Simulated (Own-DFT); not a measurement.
Simulation results for GaN (wurtzite, strained, atoms displaced)

A calculation, not a measurement: plane-wave PBE density functional theory by an unreviewed code, no spin, of a simulated periodic cell, stress positive in tension, free energy of the whole cell less one offset for each atom, forces on such cells passed a denser k mesh, this cell's mesh not checked; offsets are fitted by least squares, one for each functional and potential file, so energies compare only between cells with the same atoms and settings and are not formation energies; the far tail of each file's local potential was reset to the Coulomb form; each entry is a single point on an unrelaxed cell, so the pressure reflects the starting lattice, mostly measured values (interpolated for alloys), from which strain is counted, and rises with the displacements; printed positions are rounded, which can move forces by about a meV/angstrom; the program, named Own-DFT, is a retired in-house code; no spin-orbit coupling. Program: Own-DFT development build.

Settings shared by all entries: functional PBE; potential files PseudoDojo norm-conserving, scalar-relativistic, standard set with the stringent files for Ga; wave cutoff 96 hartree; occupations Gaussian; smearing width 0.01 eV; k mesh 3 x 4 x 3 centred on Gamma.

(1) GaN (wurtzite, strained, atoms displaced)

```
GaN
1.0
     12.7560     0.0000     0.0000
     -4.7835     8.2853     0.0000
      0.0000     0.0000    10.4478
Ga N Ga N Ga N Ga N Ga N Ga N Ga N Ga N Ga N Ga N Ga N Ga N Ga N Ga N Ga N Ga N Ga N Ga N Ga N Ga N Ga N Ga N Ga N Ga N
2 2 2 2 2 2 2 2 2 2 2 2 2 2 2 2 2 2 2 2 2 2 2 2 2 2 2 2 2 2 2 2 2 2 2 2 2 2 2 2 2 2 2 2 2 2 2 2
Direct
  0.07582 0.22658 0.99906
  0.17005 0.10925 0.24854
  0.07625 0.21969 0.18585
  0.17505 0.10779 0.44013
  0.08541 0.23364 0.49455
  0.16144 0.11061 0.75639
  0.08464 0.21923 0.68134
  0.16249 0.10058 0.93608
  0.08680 0.54750 0.00329
  0.16679 0.44892 0.25724
  0.08367 0.56348 0.17784
  0.17124 0.44604 0.44016
  0.08849 0.55242 0.49612
  0.17171 0.44772 0.75949
  0.08237 0.54745 0.67829
  0.16223 0.43495 0.93626
  0.07596 0.89203 0.00150
  0.17031 0.78428 0.24633
  0.08275 0.87802 0.18440
  0.16086 0.77455 0.44606
  0.08386 0.88717 0.50159
  0.16593 0.78240 0.75536
  0.07624 0.87788 0.68725
  0.16145 0.77367 0.93267
  0.33585 0.22453 0.99883
  0.42396 0.11281 0.24681
  0.33634 0.22302 0.19379
  0.41544 0.10951 0.44538
  0.32883 0.21623 0.49380
  0.41629 0.11683 0.75362
  0.33681 0.22832 0.69774
  0.42008 0.10685 0.93151
  0.32730 0.55485 0.99609
  0.40659 0.43198 0.24992
  0.33090 0.55256 0.18414
  0.41377 0.44656 0.43944
  0.33477 0.55893 0.49623
  0.41745 0.45261 0.74316
  0.32429 0.55003 0.69277
  0.41830 0.43549 0.93227
  0.32520 0.88487 0.99799
  0.41381 0.77664 0.25137
  0.33939 0.89162 0.18894
  0.42017 0.78214 0.44407
  0.32857 0.88825 0.49821
  0.42093 0.77645 0.75413
  0.33257 0.88331 0.68926
  0.41252 0.77135 0.94374
  0.57839 0.21619 0.00193
  0.67123 0.11351 0.24979
  0.58852 0.22362 0.18472
  0.66301 0.11646 0.44562
  0.57971 0.22465 0.50643
  0.67079 0.11516 0.75325
  0.57657 0.20950 0.68433
  0.66894 0.11057 0.93478
  0.57893 0.54617 0.99672
  0.66274 0.43534 0.25092
  0.57899 0.54469 0.18923
  0.67179 0.44733 0.44030
  0.59037 0.55555 0.50070
  0.66472 0.43633 0.75328
  0.57333 0.55061 0.68135
  0.66318 0.44405 0.93905
  0.57259 0.87795 0.99716
  0.66248 0.77565 0.25518
  0.58133 0.89059 0.18446
  0.67019 0.78464 0.43175
  0.57858 0.88454 0.49971
  0.66839 0.77930 0.75423
  0.58218 0.88539 0.69573
  0.67204 0.78111 0.93125
  0.83674 0.22031 0.00657
  0.91235 0.10526 0.24868
  0.83387 0.23297 0.19691
  0.91711 0.10386 0.44406
  0.82868 0.21862 0.49660
  0.91786 0.11050 0.74199
  0.83482 0.22101 0.68212
  0.91852 0.11153 0.94136
  0.83611 0.56012 0.00608
  0.91986 0.45186 0.25403
  0.83281 0.55848 0.18701
  0.91980 0.44195 0.44428
  0.83602 0.56177 0.49494
  0.91460 0.44298 0.75561
  0.82946 0.55093 0.68831
  0.91914 0.45012 0.93349
  0.83394 0.88521 0.99512
  0.92385 0.78298 0.25160
  0.83011 0.88739 0.18345
  0.91259 0.77609 0.43673
  0.83378 0.89304 0.50670
  0.91811 0.77775 0.75469
  0.82507 0.88626 0.68532
  0.91086 0.77091 0.94399
```

Results for GaN (wurtzite, strained, atoms displaced): free energy of cell above offsets -5.491 eV; pressure 5.34 GPa; stress xx -5.98 GPa; stress yy -5.21 GPa; stress zz -4.84 GPa; stress yz 0.51 GPa; stress xz -0.02 GPa; stress xy -1.29 GPa.

Force:
```csv
element,x (eV/Å),y (eV/Å),z (eV/Å)
Ga,1.995,-1.416,0.776
Ga,-0.966,-0.279,0.177
N,1.22,0.537,0.748
N,-3.17,-0.633,-1.339
Ga,0.814,-2.275,0.91
Ga,1.196,-0.101,-1.687
N,-0.331,0.441,0.779
N,-0.323,1.748,1.259
Ga,-1.757,1.043,-1.88
Ga,-0.143,-0.501,-1.696
N,0.784,-0.522,2.686
N,-0.134,0.485,-1.13
Ga,-1.401,0.262,1.229
Ga,-2.19,-0.959,-2.438
N,-0.13,0.481,2.132
N,0.407,1.034,0.788
Ga,1.184,-1.239,-0.335
Ga,0.642,-0.706,0.959
N,-0.474,1.932,0.275
N,1.135,-0.077,-2.13
Ga,-1.145,0.031,0.299
Ga,0.858,-1.266,-2.056
N,0.175,1.419,0.308
N,0.001,-0.063,1.964
Ga,-0.155,-1.091,-0.196
Ga,-0.339,-0.004,1.167
N,0.016,-1.711,-1.564
N,0.211,0.22,-1.676
Ga,1.62,1.875,2.223
Ga,0.135,-1.202,-1.516
N,-1.168,-0.964,-1.388
N,-1.115,-0.288,2.128
Ga,1.546,-1.099,0.593
Ga,0.849,2.489,0.601
N,-0.378,0.061,0.482
N,0.927,-0.432,-0.366
Ga,0.496,0.118,1.46
Ga,-0.504,-1.252,0.575
N,1.648,1.408,-1.036
N,-1.656,1.206,0.37
Ga,0.564,0.307,-0.188
Ga,1.202,-0.213,0.092
N,-1.221,-0.002,-0.411
N,-1.557,-0.821,-1.352
Ga,0.58,-0.101,1.317
Ga,-1.448,-0.057,-0.538
N,-0.325,0.615,0.19
N,-1.018,0.121,-0.875
Ga,1.294,0.62,-0.891
Ga,-0.87,-0.69,0.795
N,-0.384,-0.742,0.446
N,0.447,-0.997,-1.342
Ga,0.401,0.004,-0.744
Ga,-0.083,-0.589,-0.947
N,0.543,1.245,1.575
N,-0.246,-0.124,1.404
Ga,0.015,1.396,0.839
Ga,0.175,1.551,0.098
N,-0.6,0.617,-0.102
N,-0.495,-0.796,-0.64
Ga,-1.422,0.446,-0.658
Ga,-0.672,0.264,-0.669
N,2.261,1.076,0.754
N,1.283,-0.638,-0.002
Ga,2.066,1.386,0.275
Ga,0.398,-0.476,-2.058
N,0.225,-0.252,0.532
N,-0.289,-0.505,1.909
Ga,1.315,1.226,1.074
Ga,-0.787,-1.02,-1.266
N,0.29,0.458,-1.031
N,-1.165,-0.977,1.793
Ga,-1.216,0.447,-0.633
Ga,-0.176,0.037,0.673
N,1.192,-0.765,-0.943
N,-0.387,1.533,-1.354
Ga,0.529,0.181,0.435
Ga,-0.284,0.354,0.519
N,-0.371,0.058,0.896
N,-0.791,-0.63,-1.287
Ga,-0.31,-1.682,-0.675
Ga,-0.303,0.28,0.144
N,0.219,-0.162,1.101
N,-0.351,0.511,-1.293
Ga,0.802,-0.945,1.285
Ga,0.753,0.125,-2.164
N,-0.056,0.524,-0.04
N,0.283,-0.779,1.956
Ga,-1.062,0.53,0.987
Ga,-1.824,-0.636,-0.137
N,0.387,-0.194,0.408
N,0.664,1.13,0.094
Ga,0.104,-1.094,-1.18
Ga,-1.091,-0.986,-0.546
N,1.801,0.138,1.125
N,0.634,0.985,-1.211
```

(2) GaN (wurtzite, strained, atoms displaced)

```
GaN
1.0
     12.7560     0.0000     0.0000
     -4.7835     8.2853     0.0000
      0.0000     0.0000    10.4478
Ga N Ga N Ga N Ga N Ga N Ga N Ga N Ga N Ga N Ga N Ga N Ga N Ga N Ga N Ga N Ga N Ga N Ga N Ga N Ga N Ga N Ga N Ga N Ga N
2 2 2 2 2 2 2 2 2 2 2 2 2 2 2 2 2 2 2 2 2 2 2 2 2 2 2 2 2 2 2 2 2 2 2 2 2 2 2 2 2 2 2 2 2 2 2 2
Direct
  0.08658 0.21844 0.00239
  0.16889 0.11722 0.24821
  0.07524 0.22072 0.18502
  0.16081 0.09921 0.43726
  0.09036 0.22184 0.49638
  0.16571 0.10642 0.74978
  0.08868 0.22995 0.68868
  0.16774 0.11279 0.93036
  0.08297 0.55086 0.00230
  0.17422 0.44902 0.24975
  0.08439 0.55572 0.19705
  0.17253 0.44587 0.43825
  0.08565 0.56760 0.50685
  0.16094 0.43677 0.74982
  0.08836 0.56332 0.68741
  0.16864 0.45133 0.93687
  0.07509 0.88482 0.00011
  0.16772 0.77304 0.24355
  0.07857 0.89175 0.19266
  0.16538 0.77297 0.43960
  0.07811 0.88210 0.48596
  0.16939 0.78096 0.74970
  0.08451 0.89118 0.68878
  0.16590 0.78338 0.93635
  0.32900 0.22091 0.00341
  0.41602 0.11048 0.25897
  0.33825 0.22713 0.19334
  0.41131 0.10697 0.44131
  0.33713 0.22483 0.48726
  0.41994 0.11494 0.75120
  0.32990 0.22097 0.68191
  0.41010 0.09687 0.94725
  0.33190 0.54818 0.99346
  0.41540 0.44831 0.24383
  0.33795 0.56097 0.17813
  0.40842 0.43908 0.43200
  0.34129 0.56907 0.50519
  0.40890 0.43507 0.74041
  0.33797 0.57104 0.68934
  0.41095 0.43251 0.94342
  0.33112 0.88224 0.00528
  0.41350 0.76929 0.25020
  0.33692 0.89399 0.18588
  0.41720 0.79109 0.44049
  0.32246 0.87725 0.49555
  0.41838 0.77658 0.74799
  0.33018 0.89609 0.68846
  0.41430 0.78224 0.94652
  0.58590 0.22494 0.99895
  0.66329 0.10319 0.25824
  0.58251 0.22767 0.18937
  0.67069 0.10249 0.43506
  0.58490 0.22382 0.49615
  0.66398 0.11321 0.75120
  0.58239 0.21765 0.69275
  0.66583 0.11138 0.93860
  0.57923 0.55404 0.00655
  0.66795 0.44268 0.26055
  0.59025 0.55338 0.18637
  0.66038 0.44368 0.44509
  0.58200 0.55402 0.50391
  0.66237 0.44175 0.74754
  0.59184 0.55585 0.68532
  0.66323 0.43926 0.93238
  0.58451 0.89291 0.00173
  0.67169 0.77712 0.25037
  0.58900 0.88796 0.18677
  0.66784 0.77129 0.43782
  0.58845 0.88449 0.50466
  0.66954 0.77763 0.75152
  0.58317 0.88476 0.68666
  0.66615 0.77353 0.93853
  0.83047 0.22501 0.00345
  0.91499 0.11330 0.25216
  0.83391 0.21574 0.19228
  0.91276 0.11452 0.44280
  0.83043 0.21933 0.49620
  0.90899 0.10557 0.73845
  0.83048 0.21089 0.69847
  0.91266 0.10610 0.93663
  0.83608 0.55551 0.99434
  0.91085 0.43881 0.25829
  0.83129 0.55808 0.18657
  0.91474 0.44240 0.43658
  0.83435 0.55983 0.50835
  0.92208 0.45075 0.75363
  0.82925 0.55676 0.69771
  0.91037 0.44074 0.94355
  0.83153 0.88274 0.99655
  0.92102 0.78120 0.24882
  0.82746 0.88302 0.18906
  0.91622 0.77015 0.43229
  0.83307 0.89297 0.50265
  0.92098 0.78206 0.75304
  0.84043 0.89642 0.69288
  0.91819 0.78367 0.93829
```

Results for GaN (wurtzite, strained, atoms displaced): free energy of cell above offsets -5.680 eV; pressure 5.34 GPa; stress xx -5.32 GPa; stress yy -7.17 GPa; stress zz -3.53 GPa; stress yz -0.17 GPa; stress xz 0.21 GPa; stress xy 0.64 GPa.

Force:
```csv
element,x (eV/Å),y (eV/Å),z (eV/Å)
Ga,-1.671,0.045,-1.217
Ga,-0.387,-0.323,0.095
N,1.741,0.718,0.729
N,0.584,1.278,-0.716
Ga,-1.101,0.478,0.713
Ga,-0.265,0.672,-0.846
N,-0.376,-1.815,-0.88
N,-0.156,-0.509,1.678
Ga,-0.733,0.903,0.345
Ga,-0.787,-0.523,0.291
N,-0.191,-0.883,-1.214
N,-0.489,0.504,0.203
Ga,0.466,-2.627,-1.203
Ga,0.435,1.699,0.214
N,-0.457,-0.912,0.717
N,-0.072,-1.275,-0.069
Ga,1.721,1.049,0.345
Ga,-0.508,1.137,0.564
N,2.052,0.445,-1.054
N,-1.075,0.509,-1.539
Ga,0.576,0.173,1.93
Ga,-0.406,0.589,0.574
N,-0.155,-0.8,-1.046
N,-0.207,-1.161,0.84
Ga,1.278,-1.512,0.013
Ga,0.501,0.181,-1.446
N,-0.954,-0.651,-0.433
N,1.285,-0.208,-0.078
Ga,-1.378,-0.81,1.559
Ga,-1.093,-0.688,0.751
N,0.653,-0.13,-0.265
N,0.003,2.22,-1.168
Ga,-0.074,1.416,-0.166
Ga,1.255,0.336,0.38
N,-0.424,-0.899,0.739
N,0.725,1.775,0.436
Ga,-0.603,-0.939,-0.869
Ga,0.625,1.233,1.15
N,0.143,-2.841,-0.143
N,0.33,1.353,-1.477
Ga,-0.924,0.385,-0.67
Ga,0.453,1.88,-0.109
N,-0.237,-0.794,1.559
N,1.705,-1.223,-0.707
Ga,0.732,2.159,1.736
Ga,-1.075,2.231,1.523
N,1.433,-0.634,-0.579
N,1.69,-1.291,-1.568
Ga,-1.01,-0.669,0.568
Ga,-0.172,0.559,-2.275
N,0.799,-0.948,0.695
N,-1.66,0.437,1.55
Ga,-0.045,-1.318,0.876
Ga,0.922,-0.828,0.465
N,-0.203,0.698,-1.519
N,0.019,-0.031,0.023
Ga,0.856,-0.436,-1.275
Ga,0.035,0.302,-1.297
N,-1.392,0.114,1.158
N,1.517,-0.064,-0.208
Ga,-0.846,-0.088,-0.679
Ga,0.808,-0.567,0.954
N,-2.406,0.299,0.303
N,-0.044,0.944,0.663
Ga,0.057,-0.525,-0.167
Ga,-1.016,-0.777,-0.025
N,-1.023,-0.471,0.729
N,-0.337,0.308,0.287
Ga,-0.901,0.109,-0.739
Ga,-0.088,-0.15,0.23
N,0.322,0.48,0.627
N,-0.703,-0.048,-0.215
Ga,1.018,-1.388,-0.035
Ga,0.426,-1.343,0.073
N,-1.63,1.032,-0.301
N,1.832,-0.519,-0.512
Ga,0.179,1.043,1.551
Ga,2.45,1.543,2.604
N,-1.978,2.627,-2.018
N,0.31,0.688,0.029
Ga,-1.884,0.246,1.031
Ga,0.154,0.554,-1.805
N,0.801,-0.451,0.168
N,-0.187,0.452,1.976
Ga,-0.093,-0.774,-0.303
Ga,-0.54,-1.021,-0.099
N,1.294,0.096,-0.897
N,1.749,0.548,-0.881
Ga,-0.819,1.17,0.904
Ga,-1.849,-1.058,-0.273
N,1.793,1.261,-0.34
N,-1.301,0.475,0.989
Ga,0.803,-0.553,-0.248
Ga,-0.027,0.025,-0.324
N,-0.394,-2.46,-1.339
N,-0.181,-1.444,-0.303
```

(3) GaN (wurtzite, strained, atoms displaced)

```
GaN
1.0
     12.7560     0.0000     0.0000
     -4.7835     8.2853     0.0000
      0.0000     0.0000    10.4478
Ga N Ga N Ga N Ga N Ga N Ga N Ga N Ga N Ga N Ga N Ga N Ga N Ga N Ga N Ga N Ga N Ga N Ga N Ga N Ga N Ga N Ga N Ga N Ga N
2 2 2 2 2 2 2 2 2 2 2 2 2 2 2 2 2 2 2 2 2 2 2 2 2 2 2 2 2 2 2 2 2 2 2 2 2 2 2 2 2 2 2 2 2 2 2 2
Direct
  0.07623 0.21106 0.00622
  0.16696 0.11090 0.24162
  0.08032 0.21662 0.18673
  0.16892 0.11839 0.43571
  0.08111 0.22886 0.49702
  0.15862 0.10294 0.74950
  0.08072 0.21739 0.68554
  0.16516 0.11199 0.94100
  0.08455 0.55591 0.00550
  0.17562 0.45590 0.24377
  0.09279 0.57292 0.18580
  0.17555 0.45131 0.44052
  0.09089 0.55983 0.50056
  0.16551 0.44299 0.75037
  0.07939 0.54684 0.69023
  0.16235 0.43861 0.93079
  0.08861 0.89304 0.99944
  0.16605 0.77123 0.25306
  0.08269 0.89396 0.18485
  0.16216 0.77504 0.43694
  0.08023 0.89285 0.50075
  0.16486 0.78248 0.75772
  0.08731 0.88855 0.68487
  0.16479 0.78464 0.92715
  0.32950 0.21536 0.99271
  0.41392 0.10993 0.25154
  0.33861 0.22261 0.19519
  0.41523 0.11059 0.43691
  0.33058 0.22395 0.49491
  0.41132 0.11001 0.74922
  0.32890 0.20364 0.68766
  0.41383 0.10682 0.93372
  0.33865 0.55443 0.00634
  0.41974 0.44457 0.25123
  0.33018 0.54691 0.18864
  0.41990 0.44118 0.43930
  0.33444 0.55481 0.49926
  0.41310 0.43360 0.74382
  0.32954 0.55427 0.69100
  0.41723 0.44190 0.93833
  0.32726 0.88576 0.99663
  0.40747 0.77252 0.25355
  0.33998 0.89921 0.18238
  0.41488 0.77744 0.44073
  0.33213 0.87898 0.49918
  0.41857 0.77943 0.75118
  0.33102 0.88139 0.69172
  0.41622 0.78350 0.93915
  0.58621 0.22122 0.99987
  0.66484 0.11600 0.25266
  0.58879 0.22990 0.18873
  0.66817 0.11770 0.43408
  0.58851 0.22965 0.50420
  0.66677 0.11476 0.74878
  0.58097 0.21672 0.68376
  0.66075 0.10934 0.94711
  0.58309 0.56247 0.99972
  0.67376 0.45500 0.24892
  0.58635 0.56158 0.19002
  0.66549 0.43461 0.44521
  0.57085 0.53969 0.49900
  0.66666 0.44841 0.74892
  0.58647 0.55746 0.69443
  0.67190 0.45281 0.93670
  0.58638 0.89397 0.99766
  0.66360 0.77814 0.25631
  0.57936 0.89160 0.18943
  0.66771 0.78324 0.44565
  0.58454 0.88285 0.49743
  0.67005 0.77985 0.74825
  0.58842 0.90373 0.68587
  0.65955 0.78204 0.93808
  0.82973 0.21775 0.99877
  0.90843 0.11071 0.24845
  0.83182 0.22708 0.18954
  0.91433 0.11090 0.43479
  0.83847 0.22237 0.51000
  0.91905 0.11016 0.75502
  0.83497 0.22768 0.68777
  0.91763 0.11260 0.93942
  0.83104 0.55194 0.99929
  0.92607 0.45385 0.24129
  0.83248 0.56049 0.18983
  0.92288 0.45051 0.43477
  0.83171 0.55401 0.50638
  0.92158 0.44677 0.74471
  0.83173 0.54993 0.67703
  0.91303 0.45225 0.93748
  0.83113 0.89066 0.00071
  0.90973 0.77291 0.25033
  0.84447 0.89661 0.18244
  0.91553 0.78572 0.44151
  0.83243 0.89343 0.50661
  0.91652 0.78363 0.75410
  0.83773 0.89781 0.69126
  0.92021 0.76790 0.93446
```

It finds free energy of cell above offsets -5.347 eV; pressure 5.51 GPa; stress xx -6.34 GPa; stress yy -5.56 GPa; stress zz -4.63 GPa; stress yz -0.48 GPa; stress xz -0.17 GPa; stress xy 0.61 GPa.

Force:
```csv
element,x (eV/Å),y (eV/Å),z (eV/Å)
Ga,0.529,1.602,-0.728
Ga,0.141,0.26,1.305
N,-0.592,1.465,0.813
N,-0.863,-0.526,-0.219
Ga,0.766,-0.764,-0.22
Ga,0.663,0.806,0.035
N,0.057,0.437,0.039
N,-0.298,-0.19,-0.868
Ga,-0.261,-0.016,-2.425
Ga,-1.778,-2.532,1.265
N,0.41,-2.784,-0.48
N,-1.044,-0.53,-1.313
Ga,-1.185,-0.519,0.409
Ga,-0.093,-0.288,-0.255
N,0.974,1.684,-0.702
N,0.314,0.297,2.308
Ga,-1.063,-0.707,0.411
Ga,-0.615,3.847,0.238
N,0.652,-1.386,0.405
N,0.495,0.726,0.2
Ga,0.635,0.222,-0.666
Ga,1.022,-1.15,-3.361
N,-1.388,-0.32,0.322
N,0.669,-1.03,3.641
Ga,0.819,0.876,1.215
Ga,1.504,0.636,0.365
N,-1.365,0.506,-1.647
N,0.313,-0.305,0.603
Ga,0.806,-1.636,0.573
Ga,2.346,-1.326,-0.057
N,-2.167,2.276,-0.785
N,0.309,0.57,0.576
Ga,-1.064,0.191,-1.975
Ga,0.216,-0.483,-0.276
N,1.479,1.476,0.064
N,-2.332,0.117,-0.761
Ga,0.587,0.296,1.017
Ga,-0.372,0.484,0.847
N,1.367,-0.149,-0.731
N,-0.099,-0.11,-0.234
Ga,0.715,0.428,-0.027
Ga,1.109,1.092,-0.735
N,-0.827,-1.845,0.516
N,1.068,-0.811,-0.666
Ga,-1.461,1.835,0.941
Ga,0.078,-0.039,0.135
N,-0.333,0.333,-0.702
N,0.561,-1.045,0.186
Ga,-1.95,1.007,0.611
Ga,0.109,-0.154,-0.146
N,-1.013,0.123,-0.323
N,0.701,-0.809,1.36
Ga,-0.4,-2.75,-0.777
Ga,-0.009,0.625,0.558
N,-0.576,0.917,1.613
N,1.641,0.498,-2.021
Ga,0.584,-0.77,-0.085
Ga,-0.784,-1.738,0.941
N,-0.19,-0.082,-0.061
N,-0.861,2.894,-1.604
Ga,3.334,2.18,1.25
Ga,1.121,-1.008,0.101
N,-1.254,-0.128,-1.247
N,-1.235,-0.871,0.037
Ga,-1.789,-0.576,1.338
Ga,0.187,1.072,-0.606
N,0.535,-0.584,0.24
N,0.956,-1.906,-0.864
Ga,-1.677,2.289,0.497
Ga,-1.11,0.459,0.165
N,0.467,-2.225,0.065
N,2.035,-0.285,-0.546
Ga,-0.194,1.184,0.292
Ga,1.036,0.409,0.283
N,0.43,0.221,-0.876
N,0.219,0.164,0.469
Ga,-1.235,0.613,-2.436
Ga,-0.697,1.212,-0.361
N,0.407,-0.978,1.451
N,-0.781,-0.601,-0.215
Ga,-0.256,0.798,0.506
Ga,-1.194,-0.766,1.599
N,1.332,-0.304,-0.744
N,0.04,-0.335,0.04
Ga,0.648,0.433,-2.962
Ga,-1.524,0.045,1.005
N,-0.119,0.907,3.558
N,2.035,-1.535,-0.024
Ga,0.659,-0.867,-0.531
Ga,1.228,1.504,0.628
N,-2.088,-0.757,0.662
N,-0.114,-0.908,-0.416
Ga,0.512,-0.005,-0.726
Ga,0.99,-1.211,-1.041
N,-0.237,-1.002,0.088
N,-1.319,1.634,0.66
```

(4) GaN (wurtzite, strained, atoms displaced)

```
GaN
1.0
     12.7560     0.0000     0.0000
     -4.7835     8.2853     0.0000
      0.0000     0.0000    10.4478
Ga N Ga N Ga N Ga N Ga N Ga N Ga N Ga N Ga N Ga N Ga N Ga N Ga N Ga N Ga N Ga N Ga N Ga N Ga N Ga N Ga N Ga N Ga N Ga N
2 2 2 2 2 2 2 2 2 2 2 2 2 2 2 2 2 2 2 2 2 2 2 2 2 2 2 2 2 2 2 2 2 2 2 2 2 2 2 2 2 2 2 2 2 2 2 2
Direct
  0.07759 0.22308 0.00272
  0.17954 0.11786 0.24957
  0.08633 0.22822 0.19219
  0.17253 0.11012 0.43007
  0.07841 0.22434 0.49885
  0.16483 0.09604 0.74636
  0.08359 0.23563 0.68992
  0.16419 0.10117 0.93251
  0.07750 0.54873 0.99602
  0.16401 0.44761 0.25244
  0.08041 0.55356 0.18714
  0.16747 0.44342 0.43121
  0.07877 0.54608 0.50870
  0.16661 0.43810 0.75506
  0.07797 0.55535 0.68563
  0.17096 0.45656 0.93379
  0.09020 0.89302 0.00195
  0.17535 0.78569 0.24901
  0.08223 0.89212 0.18850
  0.16085 0.76713 0.44344
  0.08075 0.88757 0.50146
  0.17191 0.78360 0.75661
  0.08344 0.88815 0.68934
  0.16083 0.77278 0.93236
  0.33458 0.22367 0.00093
  0.41828 0.11803 0.25564
  0.33607 0.22811 0.18671
  0.41696 0.11001 0.44065
  0.32913 0.21211 0.50823
  0.41703 0.11023 0.75141
  0.33215 0.23181 0.69269
  0.41258 0.11255 0.93626
  0.33942 0.56204 0.99843
  0.41597 0.44108 0.24969
  0.33092 0.54953 0.18441
  0.42437 0.45752 0.44251
  0.33251 0.55712 0.50247
  0.41374 0.45112 0.75201
  0.33470 0.55952 0.69269
  0.41967 0.44590 0.94112
  0.33186 0.88959 0.99779
  0.41974 0.78356 0.25265
  0.34148 0.88921 0.19238
  0.41446 0.78962 0.43372
  0.32953 0.88748 0.49521
  0.41936 0.76654 0.75323
  0.33255 0.89693 0.68352
  0.41120 0.76829 0.93133
  0.58497 0.23473 0.98979
  0.65556 0.10468 0.25382
  0.57952 0.22320 0.19076
  0.66517 0.11091 0.44037
  0.58332 0.22104 0.50505
  0.65959 0.11280 0.74808
  0.58129 0.21841 0.68435
  0.66554 0.10113 0.94041
  0.57497 0.54892 0.00083
  0.66258 0.43834 0.25558
  0.58139 0.54653 0.19254
  0.66645 0.43721 0.44384
  0.58134 0.55880 0.49752
  0.66842 0.44350 0.75201
  0.59279 0.55338 0.69190
  0.66704 0.44169 0.93538
  0.56996 0.87862 0.00167
  0.66822 0.77216 0.25221
  0.58295 0.89089 0.18728
  0.65797 0.77108 0.43334
  0.58419 0.88565 0.49076
  0.66868 0.78505 0.74002
  0.58990 0.89060 0.69301
  0.66171 0.78064 0.94359
  0.82440 0.21331 0.99615
  0.91066 0.10854 0.25640
  0.83381 0.23425 0.18483
  0.91857 0.11654 0.44667
  0.82476 0.21344 0.50871
  0.91547 0.11001 0.74368
  0.82503 0.22194 0.67768
  0.91710 0.11729 0.93331
  0.83162 0.55813 0.99650
  0.92236 0.43525 0.25912
  0.83285 0.54577 0.18783
  0.91222 0.44352 0.44163
  0.83775 0.56192 0.49476
  0.91383 0.43634 0.74648
  0.82813 0.55164 0.68666
  0.91808 0.44059 0.93952
  0.83519 0.88604 0.00153
  0.91278 0.77010 0.24902
  0.83631 0.89520 0.18576
  0.91668 0.77466 0.43605
  0.83388 0.89145 0.48694
  0.91517 0.77244 0.75196
  0.82643 0.88173 0.68914
  0.91725 0.77475 0.93409
```

It finds free energy of cell above offsets -4.737 eV; pressure 5.65 GPa; stress xx -5.33 GPa; stress yy -6.67 GPa; stress zz -4.94 GPa; stress yz -0.46 GPa; stress xz -0.1 GPa; stress xy -0.75 GPa.

Force:
```csv
element,x (eV/Å),y (eV/Å),z (eV/Å)
Ga,1.01,0.38,-0.136
Ga,-2.556,-0.791,-0.481
N,-0.223,-1.103,-0.249
N,-1.214,-0.114,1.791
Ga,2.193,0.563,0.363
Ga,-0.942,2.565,0.798
N,0.782,-2.833,-1.272
N,-0.272,1.834,0.669
Ga,0.514,0.629,0.899
Ga,0.678,0.142,-1.392
N,0.635,1.124,-0.222
N,-0.166,0.17,1.941
Ga,-0.031,0.432,-1.489
Ga,-0.961,2.016,-0.322
N,1.182,0.201,1.604
N,0.635,-1.253,1.136
Ga,-1.12,-0.991,0.192
Ga,-1.238,-1.311,0.472
N,0.942,-0.025,0.047
N,-0.078,0.796,-0.9
Ga,0.849,-0.036,-0.462
Ga,-0.209,-1.032,-2.142
N,-0.431,-1.202,-0.843
N,0.939,0.383,1.918
Ga,-1.082,-0.177,-0.51
Ga,0.218,-0.494,-0.469
N,0.999,-0.633,-0.357
N,-0.371,0.44,-0.008
Ga,0.288,1.563,-0.488
Ga,-0.645,0.489,-0.572
N,0.576,-1.016,-0.184
N,1.018,-0.241,0.239
Ga,-1.051,-1.811,0.972
Ga,-0.601,1.248,0.856
N,0.198,1.048,0.569
N,-1.683,-1.984,-0.699
Ga,-0.007,0.306,-0.607
Ga,2.181,-0.378,-0.039
N,-0.628,-0.943,-1.293
N,-1.418,-0.843,-0.843
Ga,0.037,-0.44,0.3
Ga,0.744,-1.791,-0.483
N,-1.79,1.079,-1.382
N,1.531,-1.528,0.998
Ga,-0.691,0.135,0.979
Ga,-0.793,2.658,-1.298
N,0.964,-1.025,0.589
N,-0.689,1.707,0.992
Ga,0.729,-2.853,1.929
Ga,1.129,1.448,-0.766
N,0.206,-0.341,-0.977
N,-0.043,-0.695,-0.416
Ga,-0.267,-0.056,-0.865
Ga,1.466,-0.795,0.84
N,-0.787,0.543,1.3
N,-2.298,0.469,-0.952
Ga,2.043,1.838,0.36
Ga,1.253,0.326,-0.037
N,-0.182,0.896,-0.638
N,-0.601,1.183,-0.562
Ga,2.036,-1.111,1.588
Ga,0.07,-0.287,-0.673
N,-2.79,0.733,-0.8
N,-0.624,1.532,0.04
Ga,1.53,1.03,-0.02
Ga,-0.725,0.171,-1.785
N,0.468,-0.802,0.421
N,1.706,1.14,0.184
Ga,-1.539,0.619,1.481
Ga,0.518,-2.118,2.365
N,-2.34,0.089,-1.753
N,0.965,-0.86,-0.465
Ga,1.067,1.127,0.897
Ga,0.393,1.41,-1.118
N,0.136,-2.896,0.52
N,-1.077,-0.94,-1.232
Ga,0.117,1.271,-3.016
Ga,-0.457,-0.092,0.478
N,0.679,-0.597,3.603
N,0.096,-1.057,0.062
Ga,1.177,-0.757,0.959
Ga,-1.477,1.461,-0.624
N,-0.624,0.7,0.168
N,1.14,-0.863,0.169
Ga,-0.849,-1.464,1.201
Ga,-0.496,0.921,0.597
N,1.277,0.396,-0.137
N,-1.646,-0.5,-1.138
Ga,-1.005,0.429,-1.07
Ga,0.632,0.036,-0.684
N,-0.059,-1.002,1.045
N,-0.687,1.229,-0.225
Ga,-0.086,-0.938,1.787
Ga,-0.457,-0.003,-0.745
N,2.101,1.486,-1.422
N,-0.048,0.63,0.943
```
